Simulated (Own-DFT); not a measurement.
# Computed records: Hf31SiO64 (monoclinic hafnia with substituted atoms, atoms displaced)

All values are calculated (Own-DFT development build). A calculation, not a measurement: plane-wave PBE and HSE06 DFT by an unreviewed code, no spin, of a simulated cell at Gamma alone, so results move with cell size and shape, stress positive in tension, energies less offsets, not probed for a lower state with spin; hafnium file: forces about 75 meV/angstrom off all-electron values; oxygen file: force components 24 meV/angstrom off all-electron in a glass; k mesh not checked against a denser one; forces and stress are PBE's, HSE06 gives the energy alone, and its difference from PBE has offsets of its own; offsets are fitted by least squares, one for each functional and potential file, so energies compare only between cells with the same atoms and settings and are not formation energies; the far tail of each file's local potential was reset to the Coulomb form; each entry is a single point on an unrelaxed cell, so the pressure reflects the starting lattice, mostly measured values, from which strain is counted, and rises with the displacements; printed positions are rounded, which can move forces by about a meV/angstrom; the program is a retired in-house code; no spin-orbit coupling.

Common to all runs: first functional PBE; second functional HSE06; exact exchange share 0.25; screening 0.11 1/bohr; exchange divergence Gygi-Baldereschi; potential files PseudoDojo norm-conserving, scalar-relativistic, made for PBE, standard set; wave cutoff 48 hartree; occupations fixed; k mesh 1 x 1 x 1 centred on Gamma.

(1) Hf31SiO64 (monoclinic hafnia with substituted atoms, atoms displaced)

```
cell vectors (Å)
  10.2340     0.0000     0.0000
   0.0000    10.3500     0.0000
  -1.6955     0.0000    10.4453
atoms (fractions of the cell vectors)
Hf  0.14016  0.02196  0.10363
Hf  0.36262  0.27458  0.14212
Hf  0.37580  0.47688  0.40518
Hf  0.13914  0.22959  0.34927
O   0.03697  0.16684  0.17114
O   0.46002  0.41175  0.08304
O   0.46315  0.33168  0.33337
O   0.04336  0.07378  0.42794
O   0.22370  0.38086  0.22784
O   0.26888  0.13606  0.00187
O   0.28060  0.12562  0.26225
O   0.22633  0.36709  0.48556
Hf  0.13114  0.02703  0.60388
Hf  0.35918  0.27014  0.63817
Hf  0.35759  0.47615  0.89200
Hf  0.14406  0.22378  0.85559
O   0.02810  0.16675  0.67701
O   0.46527  0.42274  0.57786
O   0.47206  0.33269  0.82366
O   0.04296  0.08300  0.92171
O   0.21994  0.38182  0.73724
O   0.28145  0.13712  0.51650
O   0.27991  0.12168  0.75722
O   0.21973  0.37641  0.98360
Hf  0.13817  0.51927  0.10234
Hf  0.36494  0.77043  0.14378
Hf  0.35588  0.97658  0.39966
Hf  0.13983  0.72399  0.35434
O   0.03645  0.65789  0.17488
O   0.47170  0.91514  0.08227
O   0.46027  0.83517  0.32927
O   0.03746  0.58384  0.42533
O   0.22144  0.87319  0.23557
O   0.27686  0.62617  0.00191
O   0.28104  0.62106  0.26996
O   0.22051  0.86782  0.49502
Hf  0.13723  0.52141  0.59623
Hf  0.35388  0.76789  0.64193
Hf  0.36902  0.98195  0.89166
Hf  0.13663  0.73147  0.84854
O   0.03656  0.65946  0.67805
O   0.46739  0.91798  0.57543
O   0.46289  0.81862  0.82744
O   0.03615  0.58262  0.92827
O   0.21754  0.88128  0.73689
O   0.27357  0.62693  0.51436
O   0.27397  0.62208  0.75893
O   0.22497  0.87051  0.99629
Hf  0.64246  0.01762  0.10184
Hf  0.86382  0.26823  0.14867
Hf  0.85922  0.48308  0.39115
Hf  0.63395  0.23506  0.35769
O   0.52901  0.16000  0.17439
O   0.95878  0.41631  0.08258
O   0.96273  0.33814  0.32379
O   0.54127  0.08348  0.43139
O   0.73010  0.37973  0.23915
O   0.77500  0.13414  0.01106
O   0.76690  0.12169  0.26391
O   0.72185  0.37200  0.48692
Hf  0.64215  0.01720  0.59974
Hf  0.85806  0.27425  0.65094
Hf  0.85957  0.48065  0.90718
Hf  0.63495  0.23207  0.85392
O   0.53158  0.16774  0.66904
O   0.95904  0.42148  0.57131
O   0.97150  0.33070  0.83001
O   0.53727  0.08870  0.92555
O   0.73492  0.37246  0.73965
O   0.76921  0.13220  0.50216
O   0.77818  0.12443  0.75896
O   0.72559  0.37715  0.98836
Hf  0.63487  0.52687  0.10058
Hf  0.86152  0.76534  0.14380
Hf  0.86043  0.98446  0.40119
Si  0.63696  0.73061  0.36001
O   0.54303  0.65862  0.17671
O   0.95975  0.90489  0.07241
O   0.96065  0.83014  0.32145
O   0.54501  0.59293  0.42269
O   0.72534  0.87440  0.24287
O   0.77610  0.63186  0.01835
O   0.77938  0.62358  0.26095
O   0.71856  0.86451  0.48815
Hf  0.63871  0.52706  0.60473
Hf  0.87207  0.77799  0.65091
Hf  0.86417  0.97329  0.89183
Hf  0.63997  0.72659  0.84619
O   0.53061  0.66060  0.66579
O   0.95878  0.90671  0.57353
O   0.96424  0.82456  0.82733
O   0.54078  0.58174  0.92707
O   0.72600  0.87357  0.74456
O   0.78609  0.62545  0.50898
O   0.78101  0.62399  0.76323
O   0.73424  0.86738  0.99458
```

```
PBE energy of cell above offsets : -87.632 eV
HSE06 less PBE above offsets     : 0.219 eV
PBE pressure                     : 4.05 GPa
PBE stress xx                    : -3.85 GPa
PBE stress yy                    : -3.3 GPa
PBE stress zz                    : -4.99 GPa
PBE stress yz                    : 0.25 GPa
PBE stress xz                    : 0.2 GPa
PBE stress xy                    : 0.3 GPa
```

Force:
```csv
element,x (eV/Å),y (eV/Å),z (eV/Å)
Hf,-0.432,-1.073,-0.298
Hf,-0.553,-1.465,0.511
Hf,-1.485,1.373,-2.226
Hf,-0.277,0.851,0.121
O,0.002,-0.429,0.284
O,1.422,1.642,-1.214
O,-0.346,0.161,-0.376
O,-0.294,1.083,-1.304
O,-0.122,-0.969,1.482
O,1.476,-1.002,1.454
O,-0.628,-0.94,0.129
O,0.077,0.697,-0.324
Hf,0.922,-0.294,1.131
Hf,0.758,0.816,2.005
Hf,0.201,0.51,0.041
Hf,-1.305,2.316,-1.061
O,1.086,-1.293,-0.757
O,0.425,-0.237,0.519
O,-1.683,1.205,0.273
O,-1.728,-1.652,0.211
O,0.963,-0.573,-0.243
O,-1.132,-2.147,-1.615
O,-0.071,-0.239,0.074
O,0.503,-0.646,-0.161
Hf,-0.016,0.488,0.029
Hf,-0.144,-0.512,0.483
Hf,1.639,0.424,-0.161
Hf,-0.873,0.543,-0.876
O,-0.065,0.388,0.272
O,-0.553,-0.103,-1.124
O,2.056,-1.392,0.128
O,-0.135,0.131,-0.702
O,0.214,0.819,0.575
O,0.346,0.512,1.033
O,0.33,-0.115,-0.72
O,0.3,0.426,-0.554
Hf,-1.215,-1.09,1.494
Hf,0.871,0.52,0.707
Hf,-0.394,-1.063,0.729
Hf,1.083,-1.615,1.796
O,-0.38,0.713,-0.452
O,-0.904,-0.882,0.594
O,-0.744,1.72,0.086
O,-0.338,0.509,-0.566
O,0.339,0.015,0.381
O,0.763,0.166,-0.463
O,0.548,-0.046,-0.204
O,0.652,0.382,-1.055
Hf,-0.127,0.54,1.693
Hf,-1.163,0.724,-0.32
Hf,-0.38,-0.192,0.453
Hf,0.789,-1.231,-0.929
O,0.171,0.301,-0.102
O,1.015,0.342,-0.152
O,1.711,-1.386,0.53
O,-1.468,-0.165,-1.106
O,-1.034,0.063,-0.299
O,0.282,-0.801,-0.24
O,1.114,-0.394,-0.4
O,-0.422,0.342,0.305
Hf,-1.341,1.096,0.503
Hf,1.449,0.398,-0.927
Hf,1.77,-0.614,-1.665
Hf,1.619,-0.014,-0.448
O,0.734,-0.397,0.223
O,0.471,-0.696,0.675
O,-0.713,0.713,0.369
O,-0.866,-1.125,-0.369
O,-1.93,1.856,0.502
O,1.251,-0.529,1.446
O,-0.254,-1.351,0.106
O,-0.861,-0.942,-0.061
Hf,1.16,-2.113,1.236
Hf,0.131,0.5,1.968
Hf,-0.447,-1.686,-2.609
Si,-0.573,-0.041,-1.097
O,-1.763,2.612,1.907
O,2.361,2.22,-0.418
O,0.768,0.737,1.2
O,0.948,1.541,-0.679
O,-1.102,-0.147,0.606
O,0.055,-1.041,-1.702
O,-1.222,0.494,0.739
O,-0.389,-1.08,-0.934
Hf,2.521,-0.828,-0.067
Hf,-2.359,-4.551,-1.065
Hf,-0.184,1.209,1.457
Hf,-0.327,-0.096,1.413
O,-0.309,1.014,0.811
O,2.079,2.87,-0.27
O,-0.113,1.373,0.494
O,-0.851,-0.071,-1.192
O,0.094,0.903,-0.587
O,-1.148,1.25,0.511
O,-0.817,-0.742,-0.056
O,-1.49,0.496,-1.539
```

(2) Hf31SiO64 (monoclinic hafnia with substituted atoms, atoms displaced)

```
cell vectors (Å)
  10.2340     0.0000     0.0000
   0.0000    10.3500     0.0000
  -1.6955     0.0000    10.4453
atoms (fractions of the cell vectors)
Hf  0.13715  0.01587  0.09868
Hf  0.35970  0.26414  0.15325
Hf  0.36124  0.46920  0.39598
Hf  0.14394  0.22936  0.35189
O   0.04232  0.16522  0.17784
O   0.46687  0.40787  0.07782
O   0.46828  0.32842  0.32263
O   0.04198  0.08450  0.41821
O   0.22520  0.37690  0.24160
O   0.28017  0.12080  0.00308
O   0.27525  0.11985  0.26095
O   0.23064  0.37498  0.49951
Hf  0.15126  0.02100  0.61051
Hf  0.35538  0.26479  0.64937
Hf  0.36570  0.47883  0.89654
Hf  0.13287  0.22921  0.85198
O   0.02810  0.17542  0.67259
O   0.46257  0.42404  0.57099
O   0.46118  0.33991  0.82670
O   0.03739  0.08830  0.92674
O   0.22230  0.37699  0.72926
O   0.27907  0.11998  0.49772
O   0.28099  0.11781  0.76855
O   0.22844  0.37085  0.99105
Hf  0.12447  0.51753  0.10044
Hf  0.35939  0.77155  0.14874
Hf  0.36507  0.97547  0.39948
Hf  0.13870  0.73407  0.35117
O   0.03433  0.66521  0.18240
O   0.46155  0.91877  0.06766
O   0.46400  0.82884  0.32911
O   0.03266  0.58421  0.42432
O   0.22646  0.86972  0.24305
O   0.27329  0.63157  0.00589
O   0.27755  0.61574  0.26480
O   0.22389  0.87471  0.48690
Hf  0.13036  0.52107  0.60799
Hf  0.36515  0.76659  0.65170
Hf  0.36164  0.98221  0.89597
Hf  0.14355  0.73393  0.85091
O   0.03599  0.66548  0.66596
O   0.46063  0.92295  0.58082
O   0.46042  0.83772  0.83067
O   0.03111  0.57969  0.93066
O   0.22834  0.87717  0.74815
O   0.27407  0.63246  0.51484
O   0.27700  0.62339  0.75174
O   0.22728  0.87208  0.99128
Hf  0.64116  0.02201  0.10444
Si  0.86409  0.26860  0.14625
Hf  0.85851  0.47654  0.38865
Hf  0.63934  0.23048  0.36403
O   0.53945  0.16498  0.17866
O   0.96265  0.41828  0.08358
O   0.96379  0.33000  0.32454
O   0.53341  0.08188  0.41396
O   0.72253  0.37700  0.23519
O   0.77665  0.13429  0.01154
O   0.78127  0.11362  0.25671
O   0.72171  0.37364  0.49077
Hf  0.63271  0.02477  0.61235
Hf  0.86445  0.26235  0.64861
Hf  0.86586  0.48433  0.90044
Hf  0.63619  0.22675  0.85584
O   0.54188  0.16929  0.67442
O   0.96347  0.42186  0.58201
O   0.96676  0.34144  0.82583
O   0.52521  0.08532  0.91749
O   0.71808  0.37454  0.73880
O   0.77825  0.12989  0.51441
O   0.77394  0.12104  0.76385
O   0.72853  0.37023  0.98606
Hf  0.63726  0.51646  0.10339
Hf  0.86757  0.77601  0.14864
Hf  0.86720  0.98442  0.39540
Hf  0.64433  0.72805  0.35003
O   0.53349  0.67084  0.18426
O   0.96290  0.91061  0.07056
O   0.96231  0.83486  0.32542
O   0.54457  0.57586  0.42558
O   0.72351  0.87739  0.24666
O   0.76853  0.61458  0.01549
O   0.77190  0.61925  0.27080
O   0.72365  0.86893  0.48515
Hf  0.64165  0.52201  0.61612
Hf  0.85958  0.77063  0.64577
Hf  0.86476  0.98533  0.90115
Hf  0.64899  0.72636  0.84966
O   0.54421  0.66446  0.66912
O   0.96338  0.91250  0.57691
O   0.96428  0.83649  0.83332
O   0.54308  0.58400  0.92378
O   0.72495  0.88071  0.73703
O   0.77349  0.62575  0.51635
O   0.77618  0.61713  0.76297
O   0.71870  0.87324  0.99029
```

```
PBE energy of cell above offsets : -86.068 eV
HSE06 less PBE above offsets     : 0.354 eV
PBE pressure                     : 4.33 GPa
PBE stress xx                    : -4.58 GPa
PBE stress yy                    : -3.95 GPa
PBE stress zz                    : -4.46 GPa
PBE stress yz                    : -0.47 GPa
PBE stress xz                    : 0.26 GPa
PBE stress xy                    : 0.92 GPa
```

Force:
```csv
element,x (eV/Å),y (eV/Å),z (eV/Å)
Hf,1.164,0.435,1.152
Hf,1.245,0.213,-1.576
Hf,1.487,2.823,0.493
Hf,-0.861,0.491,0.688
O,-2.338,0.777,-1.85
O,0.086,0.642,-0.517
O,-0.682,0.445,0.737
O,-0.532,-0.522,1.218
O,-0.289,-0.396,-0.219
O,-1.311,1.339,1.576
O,0.143,-0.68,-0.76
O,-0.701,-1.855,-1.374
Hf,-1.985,-1.2,-2.177
Hf,1.714,2.461,-1.144
Hf,-0.458,0.703,0.666
Hf,0.928,1.807,0.922
O,3.569,-2.819,0.105
O,-0.298,-1.963,1.869
O,0.886,-1.37,-0.687
O,-0.828,-0.461,-0.228
O,-0.273,-0.626,1.939
O,-0.461,1.786,2.823
O,-1.032,1.432,-2.883
O,-0.741,-0.435,-0.503
Hf,3.237,0.571,1.973
Hf,1.487,-0.828,-0.032
Hf,0.727,-0.722,-1.436
Hf,0.493,-2.185,2.193
O,-0.481,-0.071,-1.41
O,0.663,-0.405,1.971
O,-0.282,0.688,0.2
O,-0.017,-0.092,-0.552
O,-0.739,1.54,-0.933
O,-0.209,-0.084,-0.061
O,-0.466,0.404,-0.727
O,-0.597,0.184,1.37
Hf,1.534,-0.029,-2.135
Hf,0.459,-0.297,-1.216
Hf,0.309,-1.811,1.109
Hf,-0.531,-0.74,0.534
O,-1.202,1.868,2.027
O,0.203,-0.21,0.572
O,2.028,-1.895,-0.885
O,1.115,1.761,-1.029
O,-0.964,0.568,-1.454
O,0.073,0.173,-0.537
O,-0.226,-0.519,1.862
O,-1.321,-0.247,-0.098
Hf,-1.735,-0.348,0.649
Si,0.953,0.573,1.7
Hf,0.37,0.388,2.176
Hf,0.509,-0.175,-1.513
O,-0.089,-0.359,-0.697
O,-2.193,-2.959,0.743
O,-0.488,-0.635,-1.614
O,0.363,-0.068,1.521
O,1.463,-1.447,-0.526
O,0.718,0.825,1.289
O,0.517,1.807,-0.576
O,0.566,-0.712,-0.395
Hf,1.315,-1.631,-2.208
Hf,-2.458,3.67,-0.873
Hf,-2.02,-2.006,-0.98
Hf,0.071,1.712,0.28
O,-1.705,0.879,-0.206
O,-1.08,-1.302,-0.396
O,0.343,-0.681,0.542
O,2.253,1.055,0.481
O,0.485,-0.241,0.672
O,-0.357,-0.595,-0.217
O,0.455,-0.156,0.386
O,-0.009,-0.788,0.935
Hf,-1.28,0.286,1.087
Hf,-1.801,-1.495,0.505
Hf,-0.786,-0.901,0.903
Hf,-2.122,-0.37,2.774
O,0.316,-1.405,-2.395
O,1.015,0.879,0.658
O,0.392,0.235,-0.202
O,-0.773,0.145,-0.547
O,0.661,0.706,-1.706
O,1.975,2.456,-0.09
O,1.346,-0.297,-1.856
O,0.319,0.753,1.044
Hf,0.283,-2.093,-3.798
Hf,0.332,0.069,-1.568
Hf,-0.805,-1.098,-1.382
Hf,-2.395,0.947,1.388
O,-1.967,2.424,1.399
O,1.509,1.168,0.448
O,0.444,-0.507,-0.322
O,-1.268,-0.176,-0.632
O,-0.207,-0.137,0.638
O,0.89,0.55,0.469
O,1.014,0.662,0.712
O,0.938,-0.255,-0.284
```
